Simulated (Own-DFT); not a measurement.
# Computed records: SiC (4H silicon carbide, atoms displaced)

All values are calculated (Own-DFT development build). A calculation, not a measurement: plane-wave PBE density functional theory by an unreviewed code, no spin, of a simulated periodic cell, stress positive in tension, free energy of the whole cell less one offset for each atom, forces on such cells passed a denser k mesh, this cell's mesh not checked; offsets are fitted by least squares, one for each functional and potential file, so energies compare only between cells with the same atoms and settings and are not formation energies; the far tail of each file's local potential was reset to the Coulomb form; each entry is a single point on an unrelaxed cell, so the pressure reflects the starting lattice, mostly measured values (interpolated for alloys), from which strain is counted, and rises with the displacements; printed positions are rounded, which can move forces by about a meV/angstrom; the program, named Own-DFT, is a retired in-house code; no spin-orbit coupling.

Settings shared by all entries: functional PBE; potential files PseudoDojo norm-conserving, scalar-relativistic, standard set; wave cutoff 42 hartree; occupations Fermi-Dirac; smearing width 0.1 eV; hardware one NVIDIA H100; k mesh 4 x 4 x 3 centred on Gamma.

```yaml
- entry: 1
  formula: SiC
  kind: "4H silicon carbide, atoms displaced"
  structure:
    cell_angstrom: [[9.2481, 0.0, 0.0], [-4.6241, 8.0091, 0.0], [0.0, 0.0, 10.0681]]
    atoms_fractional:
      - [Si, 0.99777, 4.0e-05, 0.40829]
      - [Si, 0.10126, 0.22061, 0.15118]
      - [C, 0.99642, 0.0042, 0.09002]
      - [C, 0.11558, 0.23301, 0.3441]
      - [Si, 0.98974, 0.33499, 0.41063]
      - [Si, 0.10896, 0.55243, 0.15449]
      - [C, 0.01298, 0.33049, 0.09974]
      - [C, 0.11259, 0.575, 0.34069]
      - [Si, 0.01285, 0.67266, 0.40528]
      - [Si, 0.11634, 0.90391, 0.15057]
      - [C, 0.98958, 0.66363, 0.08389]
      - [C, 0.11503, 0.89242, 0.33715]
      - [Si, 0.32121, 0.9958, 0.39778]
      - [Si, 0.42971, 0.20954, 0.16261]
      - [C, 0.33101, 0.99835, 0.08996]
      - [C, 0.44653, 0.23145, 0.34312]
      - [Si, 0.3201, 0.32427, 0.4008]
      - [Si, 0.44827, 0.57038, 0.15191]
      - [C, 0.34563, 0.34946, 0.09869]
      - [C, 0.42325, 0.55258, 0.34748]
      - [Si, 0.3373, 0.6604, 0.40068]
      - [Si, 0.44087, 0.89426, 0.1407]
      - [C, 0.33465, 0.66951, 0.08891]
      - [C, 0.44237, 0.89293, 0.3388]
      - [Si, 0.66676, 0.99142, 0.40198]
      - [Si, 0.79208, 0.23455, 0.15492]
      - [C, 0.66758, 0.00507, 0.09562]
      - [C, 0.77598, 0.21958, 0.35226]
      - [Si, 0.66747, 0.33167, 0.40576]
      - [Si, 0.77599, 0.55916, 0.15991]
      - [C, 0.65864, 0.32811, 0.09564]
      - [C, 0.77714, 0.55282, 0.35272]
      - [Si, 0.67144, 0.66971, 0.40544]
      - [Si, 0.78319, 0.88226, 0.16474]
      - [C, 0.68919, 0.67442, 0.09849]
      - [C, 0.78311, 0.90445, 0.33486]
      - [Si, 0.99386, 0.00788, 0.90774]
      - [Si, 0.884, 0.77722, 0.66315]
      - [C, 0.99753, 0.98798, 0.59588]
      - [C, 0.88193, 0.7554, 0.8382]
      - [Si, 0.99493, 0.66202, 0.90275]
      - [Si, 0.88781, 0.44838, 0.66483]
      - [C, 0.0055, 0.669, 0.59046]
      - [C, 0.89615, 0.44211, 0.84837]
      - [Si, 0.99587, 0.32486, 0.89848]
      - [Si, 0.90051, 0.1211, 0.65688]
      - [C, 0.00494, 0.34212, 0.59683]
      - [C, 0.89008, 0.10771, 0.84131]
      - [Si, 0.67658, 0.99762, 0.90511]
      - [Si, 0.55779, 0.77747, 0.65732]
      - [C, 0.65525, 0.99893, 0.60709]
      - [C, 0.55451, 0.78598, 0.83954]
      - [Si, 0.67378, 0.6633, 0.90028]
      - [Si, 0.56104, 0.4522, 0.65197]
      - [C, 0.65485, 0.6578, 0.58834]
      - [C, 0.54831, 0.44099, 0.8465]
      - [Si, 0.66472, 0.32719, 0.91088]
      - [Si, 0.54028, 0.09618, 0.65356]
      - [C, 0.66119, 0.33714, 0.61189]
      - [C, 0.55607, 0.11483, 0.85007]
      - [Si, 0.3372, 0.00742, 0.9069]
      - [Si, 0.22484, 0.78245, 0.66337]
      - [C, 0.33527, 0.00258, 0.59847]
      - [C, 0.23652, 0.7932, 0.83757]
      - [Si, 0.33546, 0.65593, 0.91116]
      - [Si, 0.213, 0.43934, 0.65586]
      - [C, 0.33642, 0.66871, 0.59068]
      - [C, 0.21888, 0.45077, 0.84876]
      - [Si, 0.33495, 0.3277, 0.90003]
      - [Si, 0.22374, 0.10752, 0.66496]
      - [C, 0.32046, 0.31866, 0.60058]
      - [C, 0.23215, 0.11832, 0.84556]
  results:
    "free_energy_of_cell_above_offsets [eV]": "-2.289"
    "pressure [GPa]": 6.72
    "stress_xx [GPa]": -8.05
    "stress_yy [GPa]": -5.69
    "stress_zz [GPa]": -6.41
    "stress_yz [GPa]": -1.07
    "stress_xz [GPa]": -0.12
    "stress_xy [GPa]": 2.1
    force_element: [Si, Si, C, C, Si, Si, C, C, Si, Si, C, C, Si, Si, C, C, Si, Si, C, C, Si, Si, C, C, Si, Si, C, C, Si, Si, C, C, Si, Si, C, C, Si, Si, C, C, Si, Si, C, C, Si, Si, C, C, Si, Si, C, C, Si, Si, C, C, Si, Si, C, C, Si, Si, C, C, Si, Si, C, C, Si, Si, C, C]
    "force_x [eV/angstrom]": [0.848, 4.955, 0.62, -2.822, 1.794, -0.436, -4.742, 2.982, -3.47, -0.241, 1.598, -2.622, 3.049, 1.103, -1.332, -0.117, 1.904, 1.567, -0.945, 6.558, -5.194, 1.812, -0.698, 0.596, -3.256, -1.746, 1.596, -0.136, -0.806, 2.065, 0.834, 0.494, -1.509, -1.867, -4.208, 1.871, 3.451, 0.838, -0.854, -0.836, 2.735, -0.098, -0.799, -1.556, 0.895, -1.465, -1.83, -0.369, -3.134, -1.391, 3.792, 2.066, -2.425, -2.287, 1.107, 1.788, -0.394, 0.872, 2.099, 1.132, 0.755, 0.678, -2.232, -0.883, -1.318, 2.581, -0.487, 1.1, -1.551, -0.17, 0.26, -2.174]
    "force_y [eV/angstrom]": [0.986, 0.062, -0.123, -2.777, 1.328, 1.417, 2.198, -3.693, 0.593, -2.922, 0.768, -0.281, 1.862, 3.156, 0.675, -1.854, 2.152, -1.242, -2.751, -1.67, 4.043, -0.547, 0.385, -0.718, 1.724, -1.772, -0.408, 0.019, 0.085, -2.466, 0.73, 1.225, -0.661, 1.91, -0.108, -2.629, -1.99, -1.716, 1.981, 3.424, 0.51, -0.118, 0.193, -0.349, 1.627, -1.837, -1.382, 0.909, 0.604, -0.514, -0.057, -2.217, -0.316, -2.676, 2.977, 1.141, 1.227, 3.92, -1.596, -1.243, -0.749, -0.778, -1.494, -2.228, 3.252, 2.207, -0.555, -2.89, 2.612, -0.363, 2.125, -2.336]
    "force_z [eV/angstrom]": [-0.372, 2.319, 0.436, -0.549, -0.561, -0.264, -2.78, -0.749, 0.993, -0.268, 1.915, 0.012, 2.205, -1.424, -0.053, 0.863, 2.239, 1.513, -1.421, -2.612, 2.399, 2.675, 0.782, -0.433, 1.586, 0.724, -0.659, -1.282, 1.86, 0.515, 0.848, -1.4, -0.435, -3.769, -1.573, 3.673, -0.486, -3.028, 0.136, 0.973, 0.223, -1.431, 1.337, 0.04, 2.173, -1.094, -0.405, -0.429, 0.912, -0.686, -2.954, 1.544, 1.535, 1.71, 0.566, -0.807, -0.48, 2.485, -2.96, -0.99, -0.535, -2.847, -2.192, 3.366, -1.987, 0.494, 0.465, -1.488, 2.394, -1.655, -1.474, 0.621]
    "wall_time [s]": 367.6
- entry: 2
  formula: SiC
  kind: "4H silicon carbide, atoms displaced"
  structure:
    cell_angstrom: [[9.2481, 0.0, 0.0], [-4.6241, 8.0091, 0.0], [0.0, 0.0, 10.0681]]
    atoms_fractional:
      - [Si, 0.99678, 0.99685, 0.40233]
      - [Si, 0.10982, 0.22935, 0.15031]
      - [C, 0.99491, 0.99378, 0.10506]
      - [C, 0.10579, 0.21868, 0.34903]
      - [Si, 0.01161, 0.33814, 0.40767]
      - [Si, 0.11, 0.55578, 0.15975]
      - [C, 0.99105, 0.329, 0.10859]
      - [C, 0.11668, 0.57066, 0.33707]
      - [Si, 0.00646, 0.67728, 0.40351]
      - [Si, 0.10269, 0.87617, 0.16498]
      - [C, 0.00145, 0.66893, 0.0921]
      - [C, 0.11342, 0.89301, 0.34096]
      - [Si, 0.33898, 0.00944, 0.40996]
      - [Si, 0.44676, 0.22881, 0.16127]
      - [C, 0.34445, 0.02224, 0.0873]
      - [C, 0.44806, 0.2206, 0.34756]
      - [Si, 0.34213, 0.32659, 0.40202]
      - [Si, 0.44539, 0.55734, 0.1595]
      - [C, 0.31758, 0.33541, 0.10214]
      - [C, 0.45063, 0.5613, 0.35167]
      - [Si, 0.33634, 0.65823, 0.40849]
      - [Si, 0.44929, 0.89286, 0.1615]
      - [C, 0.34085, 0.66772, 0.08599]
      - [C, 0.44415, 0.88921, 0.33593]
      - [Si, 0.66817, 0.99542, 0.40557]
      - [Si, 0.79, 0.22983, 0.15225]
      - [C, 0.67527, 0.99564, 0.08864]
      - [C, 0.78453, 0.21568, 0.34173]
      - [Si, 0.68103, 0.35595, 0.40848]
      - [Si, 0.76646, 0.55054, 0.16088]
      - [C, 0.66509, 0.32662, 0.09188]
      - [C, 0.76692, 0.54137, 0.33851]
      - [Si, 0.66559, 0.66236, 0.4051]
      - [Si, 0.78555, 0.89341, 0.14732]
      - [C, 0.65363, 0.66469, 0.09461]
      - [C, 0.77659, 0.88975, 0.35996]
      - [Si, 0.99949, 0.00298, 0.91381]
      - [Si, 0.88817, 0.76999, 0.65006]
      - [C, 0.99502, 0.99443, 0.58864]
      - [C, 0.87959, 0.76856, 0.84226]
      - [Si, 0.0114, 0.66477, 0.90416]
      - [Si, 0.89298, 0.45212, 0.66546]
      - [C, 1.0, 0.67006, 0.60037]
      - [C, 0.90365, 0.45486, 0.84092]
      - [Si, 0.98049, 0.32888, 0.90481]
      - [Si, 0.87845, 0.08626, 0.66039]
      - [C, 0.99041, 0.33005, 0.59663]
      - [C, 0.88929, 0.1111, 0.84461]
      - [Si, 0.6646, 0.00497, 0.90931]
      - [Si, 0.55161, 0.76454, 0.65611]
      - [C, 0.67466, 0.00883, 0.59187]
      - [C, 0.56201, 0.78622, 0.84983]
      - [Si, 0.66148, 0.66639, 0.91173]
      - [Si, 0.55357, 0.44708, 0.65961]
      - [C, 0.66533, 0.66554, 0.6109]
      - [C, 0.55044, 0.43929, 0.83818]
      - [Si, 0.6591, 0.32717, 0.90432]
      - [Si, 0.55342, 0.11546, 0.66816]
      - [C, 0.6691, 0.32985, 0.585]
      - [C, 0.55204, 0.10992, 0.84923]
      - [Si, 0.33042, 0.99537, 0.91263]
      - [Si, 0.22683, 0.77775, 0.6491]
      - [C, 0.3253, 0.99273, 0.58348]
      - [C, 0.23565, 0.78718, 0.84374]
      - [Si, 0.3318, 0.67416, 0.91782]
      - [Si, 0.22419, 0.44702, 0.66386]
      - [C, 0.34213, 0.66579, 0.58313]
      - [C, 0.21477, 0.44437, 0.84072]
      - [Si, 0.31927, 0.33447, 0.90633]
      - [Si, 0.23775, 0.12691, 0.65352]
      - [C, 0.33299, 0.32871, 0.5969]
      - [C, 0.23688, 0.1218, 0.83659]
  results:
    "free_energy_of_cell_above_offsets [eV]": "-1.650"
    "pressure [GPa]": 6.9
    "stress_xx [GPa]": -5.51
    "stress_yy [GPa]": -5.68
    "stress_zz [GPa]": -9.5
    "stress_yz [GPa]": 0.96
    "stress_xz [GPa]": 0.1
    "stress_xy [GPa]": 0.4
    force_element: [Si, Si, C, C, Si, Si, C, C, Si, Si, C, C, Si, Si, C, C, Si, Si, C, C, Si, Si, C, C, Si, Si, C, C, Si, Si, C, C, Si, Si, C, C, Si, Si, C, C, Si, Si, C, C, Si, Si, C, C, Si, Si, C, C, Si, Si, C, C, Si, Si, C, C, Si, Si, C, C, Si, Si, C, C, Si, Si, C, C]
    "force_x [eV/angstrom]": [-0.075, -0.928, 2.323, 2.209, -2.331, 0.475, 2.968, 0.974, -0.097, 0.89, -0.237, 0.011, 0.927, -0.446, -0.265, 1.022, -3.072, -1.487, 3.56, 0.245, -1.779, 0.034, -1.751, 0.207, -1.665, -4.075, -1.908, -1.119, 1.461, 0.965, -0.422, 0.455, 0.253, -2.373, 2.712, 1.187, 1.067, -1.257, 1.782, 1.584, -2.365, 0.211, 1.61, -2.869, 3.66, 0.141, 1.791, -0.621, 1.319, -0.811, -2.264, -1.311, 0.648, 1.03, 1.207, -0.517, -0.181, 1.216, -1.013, 0.252, -0.64, 0.12, 0.917, -1.119, 1.954, -1.089, -1.613, -0.492, 2.088, -1.645, -0.128, -1.507]
    "force_y [eV/angstrom]": [0.986, -2.706, 1.822, 0.897, -0.436, 0.606, 3.163, -1.546, -1.373, 2.755, -1.464, 0.032, -1.973, -0.177, -3.517, 1.255, 0.93, -0.228, 1.064, -2.276, 2.173, 0.515, 0.098, -0.279, 1.771, -3.793, 1.607, 1.784, -8.241, 0.221, 1.497, 6.667, 1.266, -1.973, 0.127, -2.043, -1.272, 2.304, 0.022, 1.252, 2.135, -1.854, -0.959, -1.494, 0.028, 3.464, 0.591, -0.354, -0.966, 3.646, -2.508, -1.464, -0.55, -1.349, -1.058, 0.529, 1.846, -0.952, 1.555, 0.13, 2.279, 0.082, 1.566, -1.294, -0.824, -1.296, -0.514, 0.916, 0.294, -4.742, 3.336, -1.737]
    "force_z [eV/angstrom]": [1.218, 3.366, -2.013, -1.455, 0.662, -1.623, -4.363, 2.427, 0.928, -2.634, 0.353, 1.699, -2.415, -0.718, 2.762, -0.846, 1.478, 0.376, -1.774, -1.884, -2.257, -2.968, 4.868, 3.236, 0.544, 2.86, 1.208, -0.001, 0.596, -3.003, 0.091, 0.143, 1.727, 2.818, 0.634, -3.307, -1.566, 2.384, 0.774, 0.96, 0.323, -3.49, -2.156, 1.711, 0.626, -0.957, 0.311, 0.854, -0.893, 1.266, 0.964, -0.953, -1.753, -1.149, -3.764, 2.898, 0.382, -3.564, 3.563, -0.201, -1.681, 0.826, 3.263, -0.598, -4.674, -2.834, 3.065, 2.659, 0.101, 0.315, -1.83, 2.081]
    "wall_time [s]": 351.8
- entry: 3
  formula: SiC
  kind: "4H silicon carbide, atoms displaced"
  structure:
    cell_angstrom: [[9.2481, 0.0, 0.0], [-4.6241, 8.0091, 0.0], [0.0, 0.0, 10.0681]]
    atoms_fractional:
      - [Si, 0.01219, 0.99874, 0.41403]
      - [Si, 0.12967, 0.23246, 0.15036]
      - [C, 0.99288, 0.98113, 0.08309]
      - [C, 0.10425, 0.22016, 0.34659]
      - [Si, 0.00702, 0.34232, 0.40513]
      - [Si, 0.12086, 0.56122, 0.16562]
      - [C, 0.00094, 0.33925, 0.09028]
      - [C, 0.10528, 0.55934, 0.34437]
      - [Si, 0.99998, 0.67122, 0.40911]
      - [Si, 0.12065, 0.89723, 0.15935]
      - [C, 0.00165, 0.66242, 0.08757]
      - [C, 0.11509, 0.89422, 0.34585]
      - [Si, 0.32813, 0.00573, 0.3975]
      - [Si, 0.43719, 0.2123, 0.16246]
      - [C, 0.33451, 0.99213, 0.09368]
      - [C, 0.43905, 0.21332, 0.34434]
      - [Si, 0.33441, 0.32593, 0.40602]
      - [Si, 0.44222, 0.55668, 0.16653]
      - [C, 0.33588, 0.33626, 0.09292]
      - [C, 0.44753, 0.56463, 0.33563]
      - [Si, 0.33421, 0.67458, 0.4003]
      - [Si, 0.45172, 0.89248, 0.15746]
      - [C, 0.34153, 0.67366, 0.09684]
      - [C, 0.4402, 0.87931, 0.33856]
      - [Si, 0.6618, 0.0024, 0.41695]
      - [Si, 0.77715, 0.21389, 0.15729]
      - [C, 0.68172, 0.01105, 0.08614]
      - [C, 0.77831, 0.21536, 0.33602]
      - [Si, 0.66283, 0.32926, 0.41577]
      - [Si, 0.78716, 0.56179, 0.15819]
      - [C, 0.66874, 0.3332, 0.08994]
      - [C, 0.77147, 0.55493, 0.34191]
      - [Si, 0.66486, 0.65608, 0.40611]
      - [Si, 0.77673, 0.88864, 0.15751]
      - [C, 0.66917, 0.66754, 0.09924]
      - [C, 0.78869, 0.88571, 0.3457]
      - [Si, 0.98846, 0.98427, 0.90694]
      - [Si, 0.89714, 0.78457, 0.66578]
      - [C, 0.98983, 0.99486, 0.59338]
      - [C, 0.89526, 0.77638, 0.85134]
      - [Si, 0.0027, 0.66428, 0.90051]
      - [Si, 0.90004, 0.44755, 0.65383]
      - [C, 0.99532, 0.66523, 0.58142]
      - [C, 0.88062, 0.4415, 0.83754]
      - [Si, 0.00757, 0.34184, 0.91604]
      - [Si, 0.87424, 0.10177, 0.65023]
      - [C, 0.00157, 0.33406, 0.58914]
      - [C, 0.87618, 0.09299, 0.84334]
      - [Si, 0.66811, 0.99369, 0.91282]
      - [Si, 0.55242, 0.78386, 0.66516]
      - [C, 0.67115, 0.00546, 0.59565]
      - [C, 0.54433, 0.77095, 0.84666]
      - [Si, 0.66563, 0.65604, 0.90534]
      - [Si, 0.56055, 0.44803, 0.66005]
      - [C, 0.67788, 0.65905, 0.59579]
      - [C, 0.55486, 0.44421, 0.84414]
      - [Si, 0.65986, 0.33958, 0.90393]
      - [Si, 0.55794, 0.11156, 0.65787]
      - [C, 0.68832, 0.34296, 0.59325]
      - [C, 0.56346, 0.10541, 0.84436]
      - [Si, 0.33404, 0.99911, 0.91301]
      - [Si, 0.23173, 0.79612, 0.657]
      - [C, 0.33379, 0.00993, 0.602]
      - [C, 0.21476, 0.77042, 0.83939]
      - [Si, 0.3483, 0.67824, 0.90493]
      - [Si, 0.23087, 0.44513, 0.65328]
      - [C, 0.33358, 0.65009, 0.58587]
      - [C, 0.22608, 0.44807, 0.84829]
      - [Si, 0.33758, 0.33467, 0.89139]
      - [Si, 0.22343, 0.11095, 0.65232]
      - [C, 0.32987, 0.33119, 0.59262]
      - [C, 0.22484, 0.11212, 0.84008]
  results:
    "free_energy_of_cell_above_offsets [eV]": "-3.410"
    "pressure [GPa]": 6.3
    "stress_xx [GPa]": -4.69
    "stress_yy [GPa]": -4.72
    "stress_zz [GPa]": -9.5
    "stress_yz [GPa]": 0.65
    "stress_xz [GPa]": 0.98
    "stress_xy [GPa]": -0.17
    force_element: [Si, Si, C, C, Si, Si, C, C, Si, Si, C, C, Si, Si, C, C, Si, Si, C, C, Si, Si, C, C, Si, Si, C, C, Si, Si, C, C, Si, Si, C, C, Si, Si, C, C, Si, Si, C, C, Si, Si, C, C, Si, Si, C, C, Si, Si, C, C, Si, Si, C, C, Si, Si, C, C, Si, Si, C, C, Si, Si, C, C]
    "force_x [eV/angstrom]": [-3.522, -3.647, 0.457, 2.163, -0.817, -1.444, 1.308, 1.146, -0.875, -1.454, 0.9, 0.237, 2.424, 1.136, -0.21, 0.557, -2.032, 1.477, 1.954, 0.018, 0.483, 0.857, -0.115, -0.491, 2.007, -0.365, -1.126, -0.941, 1.374, -0.7, -0.631, 2.076, -0.889, 1.169, -0.68, -1.626, 0.72, -0.211, 1.612, -1.201, -0.233, 0.17, 1.335, 1.209, -1.04, 3.458, 0.785, 1.314, -0.551, 1.375, -3.155, 4.494, -0.585, 0.583, -2.216, -0.276, 3.026, -0.02, -3.139, -2.107, 0.201, -0.121, 2.081, 1.711, -4.604, -2.246, -0.79, 0.1, -1.5, -2.205, 2.13, -0.284]
    "force_y [eV/angstrom]": [0.441, -2.609, 2.669, 0.446, -1.657, -0.293, -0.311, 0.415, -0.542, -2.493, 1.102, -1.046, -2.459, 2.158, 1.232, 2.148, 1.664, 0.132, 0.342, -1.754, -2.844, -0.155, -0.383, 3.694, -1.067, 2.887, -2.726, 0.806, 0.589, -1.295, -0.296, -1.208, 2.528, -0.08, -0.615, 0.189, 3.333, -1.912, 0.933, -1.876, -1.253, 0.662, 1.634, 0.52, -1.449, 2.828, -0.57, 1.893, 0.548, -1.926, -2.284, 2.106, 2.135, -0.879, 1.757, 0.053, -2.3, 1.336, -2.161, 0.567, 0.023, -3.786, -0.309, 1.697, -3.432, -1.234, 4.466, 0.335, -0.813, 0.522, -0.005, -0.768]
    "force_z [eV/angstrom]": [-1.649, 0.692, 2.95, -0.775, -0.211, -3.026, 2.96, 0.693, -2.379, -1.484, 1.575, -0.679, 2.54, -2.583, 1.037, 0.483, -0.455, -4.606, -0.806, 4.567, 1.226, -0.934, -0.513, 1.468, -3.363, -1.428, 2.732, 2.882, -2.966, -0.908, 1.193, 0.557, 0.326, 0.4, -1.351, 0.746, -0.946, -1.763, 0.902, -1.848, 1.285, 0.203, 4.254, 0.985, -3.31, 2.283, 0.831, -0.507, -2.347, -2.388, -0.199, -0.625, 1.655, -1.334, 0.488, -1.017, 0.816, 0.677, 0.978, 0.48, -2.529, -0.992, -3.074, 0.789, 1.862, 1.186, 0.521, -1.199, 2.846, 1.566, -0.111, 0.669]
    "wall_time [s]": 362.4
- entry: 4
  formula: SiC
  kind: "4H silicon carbide, atoms displaced"
  structure:
    cell_angstrom: [[9.2481, 0.0, 0.0], [-4.6241, 8.0091, 0.0], [0.0, 0.0, 10.0681]]
    atoms_fractional:
      - [Si, 0.00383, 0.01757, 0.4048]
      - [Si, 0.11552, 0.22256, 0.14837]
      - [C, 0.98831, 0.99436, 0.08431]
      - [C, 0.11021, 0.21648, 0.33831]
      - [Si, 0.9952, 0.32593, 0.39791]
      - [Si, 0.11246, 0.55532, 0.15431]
      - [C, 0.99208, 0.32105, 0.0923]
      - [C, 0.10117, 0.54412, 0.34121]
      - [Si, 0.00306, 0.65217, 0.40141]
      - [Si, 0.10568, 0.88332, 0.15594]
      - [C, 0.00163, 0.65962, 0.09765]
      - [C, 0.1179, 0.89725, 0.33386]
      - [Si, 0.32471, 0.98704, 0.41142]
      - [Si, 0.44461, 0.22899, 0.15843]
      - [C, 0.32083, 0.98519, 0.09362]
      - [C, 0.43109, 0.21316, 0.33996]
      - [Si, 0.33548, 0.33136, 0.39966]
      - [Si, 0.43459, 0.54261, 0.15578]
      - [C, 0.3396, 0.33672, 0.09379]
      - [C, 0.44276, 0.55444, 0.34482]
      - [Si, 0.32907, 0.67016, 0.40254]
      - [Si, 0.45498, 0.89156, 0.14889]
      - [C, 0.34138, 0.66271, 0.08837]
      - [C, 0.4456, 0.88447, 0.34536]
      - [Si, 0.66963, 0.009, 0.41261]
      - [Si, 0.77743, 0.22719, 0.16356]
      - [C, 0.66762, 0.99828, 0.0837]
      - [C, 0.78484, 0.23221, 0.34638]
      - [Si, 0.67327, 0.33627, 0.40404]
      - [Si, 0.7939, 0.55104, 0.16244]
      - [C, 0.65844, 0.32102, 0.09873]
      - [C, 0.78276, 0.56405, 0.34456]
      - [Si, 0.66162, 0.66549, 0.40111]
      - [Si, 0.78176, 0.89407, 0.15439]
      - [C, 0.66768, 0.65903, 0.09839]
      - [C, 0.77913, 0.89432, 0.34024]
      - [Si, 0.9924, 0.99968, 0.90985]
      - [Si, 0.89087, 0.7716, 0.65251]
      - [C, 0.99903, 0.0035, 0.59619]
      - [C, 0.88603, 0.77978, 0.83209]
      - [Si, 0.99181, 0.67186, 0.89281]
      - [Si, 0.89837, 0.44684, 0.65737]
      - [C, 0.00522, 0.65036, 0.59212]
      - [C, 0.90403, 0.45072, 0.8442]
      - [Si, 0.99438, 0.3263, 0.90222]
      - [Si, 0.88264, 0.10638, 0.65589]
      - [C, 0.01244, 0.33881, 0.59496]
      - [C, 0.89508, 0.12863, 0.85471]
      - [Si, 0.66554, 0.00189, 0.89796]
      - [Si, 0.55683, 0.79003, 0.643]
      - [C, 0.65811, 0.99327, 0.59592]
      - [C, 0.55275, 0.77911, 0.85412]
      - [Si, 0.67479, 0.67021, 0.90864]
      - [Si, 0.56034, 0.43878, 0.67099]
      - [C, 0.67036, 0.66241, 0.60147]
      - [C, 0.5569, 0.44055, 0.84594]
      - [Si, 0.66682, 0.32966, 0.91129]
      - [Si, 0.55452, 0.11373, 0.66327]
      - [C, 0.67389, 0.34586, 0.60044]
      - [C, 0.55668, 0.10742, 0.84883]
      - [Si, 0.33174, 0.00893, 0.91492]
      - [Si, 0.2307, 0.78709, 0.65731]
      - [C, 0.34487, 0.00039, 0.59133]
      - [C, 0.23717, 0.7887, 0.84527]
      - [Si, 0.33666, 0.67154, 0.91083]
      - [Si, 0.23652, 0.46322, 0.65958]
      - [C, 0.34075, 0.65559, 0.58963]
      - [C, 0.23382, 0.44323, 0.8492]
      - [Si, 0.33441, 0.3302, 0.9058]
      - [Si, 0.21764, 0.11016, 0.64751]
      - [C, 0.33054, 0.33638, 0.58808]
      - [C, 0.22182, 0.10513, 0.84332]
  results:
    "free_energy_of_cell_above_offsets [eV]": "-3.947"
    "pressure [GPa]": 5.84
    "stress_xx [GPa]": -4.53
    "stress_yy [GPa]": -6.63
    "stress_zz [GPa]": -6.37
    "stress_yz [GPa]": 1.13
    "stress_xz [GPa]": -0.15
    "stress_xy [GPa]": 0.36
    force_element: [Si, Si, C, C, Si, Si, C, C, Si, Si, C, C, Si, Si, C, C, Si, Si, C, C, Si, Si, C, C, Si, Si, C, C, Si, Si, C, C, Si, Si, C, C, Si, Si, C, C, Si, Si, C, C, Si, Si, C, C, Si, Si, C, C, Si, Si, C, C, Si, Si, C, C, Si, Si, C, C, Si, Si, C, C, Si, Si, C, C]
    "force_x [eV/angstrom]": [0.844, -0.86, 2.494, -0.325, 2.354, 1.372, 0.305, 2.238, -2.47, -0.225, -0.27, -1.105, 0.717, 0.239, 0.985, 2.512, -0.834, 1.63, -0.924, -0.731, 1.272, -1.273, -1.713, -0.26, 0.093, 0.838, 0.121, -1.267, -2.529, -3.608, 0.793, 0.432, 0.883, -1.546, 0.646, -0.261, 1.022, -0.065, 0.089, -0.016, 3.264, 0.028, -0.675, -2.276, 1.704, 0.865, -1.182, -0.098, 1.066, 2.032, 0.401, 1.608, -1.792, -2.217, -1.206, 0.371, 0.814, 0.634, 1.343, -1.618, 1.542, 0.752, -2.329, -2.06, 0.064, 0.393, -2.123, -2.258, 0.475, 1.063, 1.396, -1.581]
    "force_y [eV/angstrom]": [-4.491, -0.966, 0.639, 2.898, 1.227, -0.979, 2.039, 0.668, 2.866, 0.072, 1.235, -1.702, 1.693, -2.737, 2.292, 0.493, 0.531, 3.22, -2.071, -0.289, -1.982, -1.058, 0.248, 1.485, -1.404, -2.241, 1.174, -2.065, 0.67, -0.116, 1.902, -1.543, 0.728, -1.791, 0.46, 0.43, 0.475, 0.375, -1.412, 0.673, -0.023, -2.138, 4.183, -0.549, 5.464, 1.954, -1.268, -6.556, -0.482, -5.292, 4.495, 0.282, -0.822, 1.137, 0.639, 0.222, 0.489, 1.103, -2.436, 1.363, -1.789, -2.146, 0.221, -0.742, -1.096, -5.308, 4.955, 0.907, -0.159, 1.217, -0.484, 1.012]
    "force_z [eV/angstrom]": [0.455, 0.484, 2.34, -1.001, 2.431, -0.847, 0.247, -0.839, 1.101, -1.104, -2.066, 3.187, -2.432, -0.052, 0.623, 1.261, 1.612, 0.478, -0.981, -0.97, 0.343, 0.945, 2.286, -0.626, -1.83, -2.083, 1.819, 0.105, 1.328, -1.058, -0.304, 0.427, 1.438, -0.099, -0.263, 1.254, -2.767, -1.692, -1.105, 1.978, 2.193, 0.324, -0.577, 0.034, 2.209, 1.013, -0.791, -3.828, 1.813, 3.592, -0.687, -2.524, 0.197, -3.582, -1.722, 2.293, -0.53, -0.527, -1.172, -0.584, -1.299, 0.344, 0.434, -0.316, -1.299, 0.939, -1.223, -0.719, -0.209, 1.443, 1.039, -0.302]
    "wall_time [s]": 366.7
```
